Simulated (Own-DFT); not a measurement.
Simulation results for Hf$_{32}$O$_{63}$ (monoclinic hafnia with one vacancy, atoms displaced)

Computed with Own-DFT development build. A calculation, not a measurement: plane-wave density functional theory by an unreviewed code, no spin, of a simulated periodic cell, stress positive in tension, run twice, with PBE and with PBEsol, both on files made for PBE, so the change isn't that of files made for PBEsol, defect cell not probed for a lower state with spin; hafnium file: forces about 75 meV/angstrom off all-electron values; oxygen file: force components 24 meV/angstrom off all-electron in one glass; forces on such cells passed a denser k mesh, this cell's mesh not checked; the far tail of each file's local potential was reset to the Coulomb form; each entry is a single point on an unrelaxed cell, so the pressure reflects the starting lattice, mostly measured values (interpolated for alloys), from which strain is counted, and rises with the displacements; printed positions are rounded, which can move forces by about a meV/angstrom; the program, named Own-DFT, is a retired in-house code; no spin-orbit coupling; stress was not checked against mesh or cutoff.

Entry: Hf$_{32}$O$_{63}$ (monoclinic hafnia with one vacancy, atoms displaced)

```
Hf32O63
1.0
     10.2340     0.0000     0.0000
      0.0000    10.3500     0.0000
     -1.6955     0.0000    10.4453
Hf O Hf O Hf O Hf O Hf O Hf O Hf O Hf O
4 8 4 8 4 8 4 8 4 8 4 8 4 8 4 7
Direct
  0.13795 0.02203 0.10654
  0.36015 0.27105 0.14237
  0.35871 0.47735 0.39266
  0.13680 0.23045 0.35847
  0.03380 0.16555 0.17255
  0.46483 0.41457 0.07932
  0.46472 0.33178 0.32531
  0.03881 0.08329 0.41753
  0.22179 0.38411 0.23734
  0.27676 0.13606 0.01060
  0.27050 0.12214 0.25719
  0.22523 0.36675 0.49291
  0.13637 0.02104 0.60787
  0.36404 0.27346 0.65147
  0.35863 0.48152 0.88975
  0.14074 0.22848 0.85169
  0.03931 0.16379 0.67153
  0.46176 0.41890 0.58005
  0.46147 0.33632 0.82858
  0.04032 0.08241 0.92007
  0.22188 0.37788 0.74083
  0.27973 0.12843 0.51048
  0.27154 0.12107 0.75710
  0.22905 0.36826 0.99103
  0.13542 0.52135 0.10278
  0.36814 0.76707 0.14591
  0.36060 0.98130 0.39564
  0.14318 0.73213 0.35627
  0.03457 0.66509 0.16895
  0.46555 0.91603 0.07864
  0.46184 0.83382 0.32891
  0.03138 0.58186 0.41271
  0.22030 0.87820 0.23843
  0.27180 0.63071 0.00948
  0.27905 0.61910 0.26305
  0.22277 0.86789 0.49183
  0.13532 0.52244 0.60236
  0.36415 0.77556 0.64707
  0.36365 0.98033 0.89350
  0.13797 0.72918 0.85594
  0.03843 0.66913 0.67375
  0.46756 0.91417 0.57487
  0.46406 0.83797 0.82779
  0.03501 0.58343 0.91902
  0.22930 0.88166 0.74307
  0.27634 0.62956 0.50761
  0.27476 0.61461 0.75738
  0.22816 0.87002 0.99015
  0.63834 0.02100 0.10337
  0.86486 0.26930 0.14094
  0.86279 0.47615 0.39728
  0.63729 0.23617 0.34757
  0.54035 0.16876 0.17280
  0.96682 0.41168 0.07448
  0.96400 0.32995 0.32598
  0.53590 0.09071 0.42315
  0.72743 0.38029 0.24275
  0.77407 0.13362 0.01291
  0.77203 0.11603 0.25733
  0.72784 0.37309 0.49282
  0.63938 0.02224 0.60233
  0.85756 0.27345 0.64998
  0.86299 0.48043 0.89673
  0.63369 0.23122 0.85087
  0.53466 0.16670 0.67183
  0.96115 0.42052 0.57672
  0.96119 0.33200 0.82186
  0.53843 0.08101 0.92605
  0.72279 0.37334 0.74121
  0.77635 0.13230 0.50968
  0.77445 0.12505 0.75645
  0.72743 0.36785 0.99298
  0.63510 0.52014 0.10607
  0.86202 0.76461 0.14390
  0.86345 0.97593 0.39678
  0.63278 0.72652 0.35470
  0.53678 0.67141 0.17472
  0.96176 0.91398 0.07829
  0.96662 0.83674 0.32353
  0.53673 0.58529 0.42295
  0.72401 0.87839 0.23647
  0.78011 0.62659 0.00884
  0.76864 0.61986 0.25975
  0.72575 0.87048 0.49410
  0.63473 0.52206 0.60208
  0.86325 0.76680 0.64555
  0.86465 0.97972 0.89734
  0.63824 0.72946 0.85401
  0.53543 0.66464 0.67726
  0.96188 0.91968 0.57892
  0.96085 0.83164 0.82754
  0.53908 0.58962 0.92145
  0.72586 0.87422 0.73925
  0.78081 0.62525 0.51359
  0.72577 0.87388 0.99066
```

| Item | Value |
| --- | --- |
| functional | PBE, then PBEsol |
| potential files | PseudoDojo norm-conserving, scalar-relativistic, standard set |
| wave cutoff | 72 hartree |
| occupations | Fermi-Dirac |
| smearing width | 0.1 eV |
| k mesh | 2 x 2 x 2 centred on Gamma |
| PBE pressure | 4.11 GPa |
| PBE stress xx | -4.26 GPa |
| PBE stress yy | -4.34 GPa |
| PBE stress zz | -3.72 GPa |
| PBE stress yz | -0.22 GPa |
| PBE stress xz | -0.31 GPa |
| PBE stress xy | 0.18 GPa |
| PBEsol pressure | -2.27 GPa |
| PBEsol stress xx | 2.15 GPa |
| PBEsol stress yy | 2 GPa |
| PBEsol stress zz | 2.67 GPa |
| PBEsol stress yz | -0.19 GPa |
| PBEsol stress xz | 0.05 GPa |
| PBEsol stress xy | 0.19 GPa |
| rms change of force components from PBE to PBEsol | 0.044 eV/Å |

Force:
```csv
force element,PBE force x (eV/Å),PBE force y (eV/Å),PBE force z (eV/Å),PBEsol force x (eV/Å),PBEsol force y (eV/Å),PBEsol force z (eV/Å)
Hf,-0.102,-0.385,-0.383,-0.095,-0.325,-0.385
Hf,0.152,-0.213,0.707,0.139,-0.156,0.694
Hf,0.115,-0.183,0.542,0.093,-0.211,0.544
Hf,0.217,-0.361,-0.712,0.206,-0.415,-0.72
O,0.204,-0.1,-0.313,0.206,-0.083,-0.265
O,0.585,0.968,-0.405,0.568,0.951,-0.429
O,-0.679,0.871,0.278,-0.664,0.837,0.218
O,-0.498,-0.663,0.733,-0.475,-0.644,0.763
O,0.162,-0.61,0.364,0.226,-0.589,0.35
O,0.036,-1.171,-0.392,-0.031,-1.128,-0.376
O,0.517,-0.072,0.415,0.435,-0.071,0.4
O,-0.077,0.72,-0.195,-0.011,0.704,-0.199
Hf,0.408,-0.069,-1.122,0.403,-0.009,-1.106
Hf,-0.447,-0.702,-1.654,-0.439,-0.639,-1.597
Hf,0.08,0.034,1.443,0.051,-0.026,1.416
Hf,-0.651,0.249,0.341,-0.613,0.185,0.304
O,-1.159,0.975,0.03,-1.102,0.946,0.09
O,0.204,0.107,-0.199,0.195,0.116,-0.236
O,0.539,-0.296,0.162,0.512,-0.298,0.095
O,-0.578,-0.348,0.225,-0.557,-0.347,0.272
O,-0.07,0.34,-0.214,0.004,0.328,-0.2
O,-0.192,-0.151,0.344,-0.25,-0.154,0.331
O,0.878,0.013,0.693,0.781,0.019,0.68
O,-0.402,0.845,-0.689,-0.317,0.82,-0.673
Hf,0.358,-0.075,0.264,0.35,-0.028,0.241
Hf,-1.48,1.341,-0.219,-1.438,1.361,-0.187
Hf,0.258,0.631,0.035,0.246,0.576,0.071
Hf,-0.744,-0.354,-0.777,-0.707,-0.38,-0.777
O,0.291,-0.066,0.201,0.288,-0.06,0.231
O,-0.186,-0.001,-0.082,-0.185,0.002,-0.131
O,0.177,-0.146,-0.037,0.168,-0.168,-0.09
O,0.763,0.31,0.848,0.747,0.289,0.888
O,0.379,-0.092,0.235,0.415,-0.09,0.239
O,0.498,-0.458,-0.069,0.416,-0.448,-0.074
O,-0.053,0.505,-0.458,-0.111,0.492,-0.432
O,0.286,0.489,0.098,0.346,0.47,0.085
Hf,0.091,-0.402,-0.5,0.094,-0.351,-0.502
Hf,0.056,-0.552,-0.242,0.064,-0.473,-0.212
Hf,-0.408,0.107,1.131,-0.398,0.036,1.121
Hf,0.088,0.658,-0.002,0.09,0.592,-0.018
O,-0.004,-0.096,-0.317,-0.002,-0.085,-0.258
O,-0.129,0.102,0.056,-0.144,0.113,0.013
O,0.529,-0.544,-0.374,0.5,-0.537,-0.419
O,-0.254,-0.301,0.009,-0.243,-0.304,0.068
O,-0.579,-0.413,-0.432,-0.497,-0.397,-0.423
O,-0.179,-0.15,0.416,-0.243,-0.15,0.393
O,0.001,0.934,0.087,-0.064,0.896,0.099
O,-0.248,0.254,-0.237,-0.177,0.243,-0.243
Hf,0.58,-0.291,0.84,0.582,-0.236,0.802
Hf,-0.823,-0.359,1.166,-0.807,-0.313,1.156
Hf,-0.096,0.248,-0.554,-0.096,0.198,-0.508
Hf,0.782,-1.414,1.001,0.757,-1.431,0.941
O,-1.142,0.384,-0.593,-1.099,0.394,-0.525
O,0.498,0.707,-0.239,0.468,0.714,-0.285
O,0.002,0.266,0.313,0,0.246,0.261
O,-0.66,-0.816,0.017,-0.637,-0.817,0.068
O,-0.242,0.079,-0.612,-0.188,0.07,-0.589
O,0.427,-0.737,-1.037,0.354,-0.717,-0.996
O,0.561,0.442,0.503,0.479,0.431,0.478
O,-0.791,-0.07,-0.188,-0.7,-0.054,-0.176
Hf,0.57,0.017,-0.385,0.565,0.067,-0.409
Hf,0.722,-0.798,-1.391,0.676,-0.738,-1.331
Hf,-0.584,-0.665,-0.404,-0.516,-0.808,-0.248
Hf,0.828,-0.579,1.067,0.824,-0.608,1.008
O,-0.441,0.189,0.362,-0.422,0.212,0.41
O,0.838,-0.091,0.476,0.81,-0.066,0.405
O,0.721,0.278,0.953,0.678,0.263,0.872
O,-0.388,0.576,-1.069,-0.371,0.543,-0.99
O,-0.483,1.575,-0.075,-0.402,1.507,-0.076
O,0.061,-0.249,0.027,-0.012,-0.252,0.044
O,-0.056,-0.839,0.784,-0.116,-0.796,0.749
O,-0.525,0.822,-0.528,-0.438,0.804,-0.515
Hf,0.614,-0.361,-0.425,0.607,-0.311,-0.429
Hf,-0.454,1.294,0.575,-0.444,1.324,0.58
Hf,-0.484,0.766,-0.816,-0.47,0.7,-0.779
Hf,1.466,1.518,0.333,1.423,1.426,0.284
O,0.151,-0.931,-0.587,0.146,-0.891,-0.511
O,0.822,0.63,-0.328,0.789,0.627,-0.37
O,0.319,-0.602,0.39,0.301,-0.598,0.341
O,-0.877,-0.787,0.029,-0.839,-0.771,0.077
O,-0.064,-0.579,0.578,0.002,-0.563,0.553
O,-0.225,-0.095,-0.248,-0.271,-0.095,-0.238
O,0.403,-0.08,0.097,0.321,-0.078,0.083
O,-0.207,-0.339,-0.739,-0.136,-0.321,-0.708
Hf,0.536,-0.488,0.688,0.453,-0.491,0.546
Hf,-0.61,0.699,-0.091,-0.54,0.826,-0.138
Hf,-0.469,-0.025,-0.059,-0.454,-0.093,-0.024
Hf,0.981,0.618,0.073,0.843,0.629,0.113
O,-0.131,0.162,-0.464,-0.126,0.173,-0.416
O,0.401,-0.261,0.232,0.382,-0.244,0.172
O,0.773,-0.285,0.288,0.75,-0.282,0.231
O,-1.343,-1.331,0.679,-1.285,-1.298,0.697
O,-0.176,0.464,-0.018,-0.109,0.445,-0.018
O,-0.444,0.37,0.231,-0.492,0.356,0.233
O,-0.089,-0.507,-0.488,-0.023,-0.49,-0.477
```
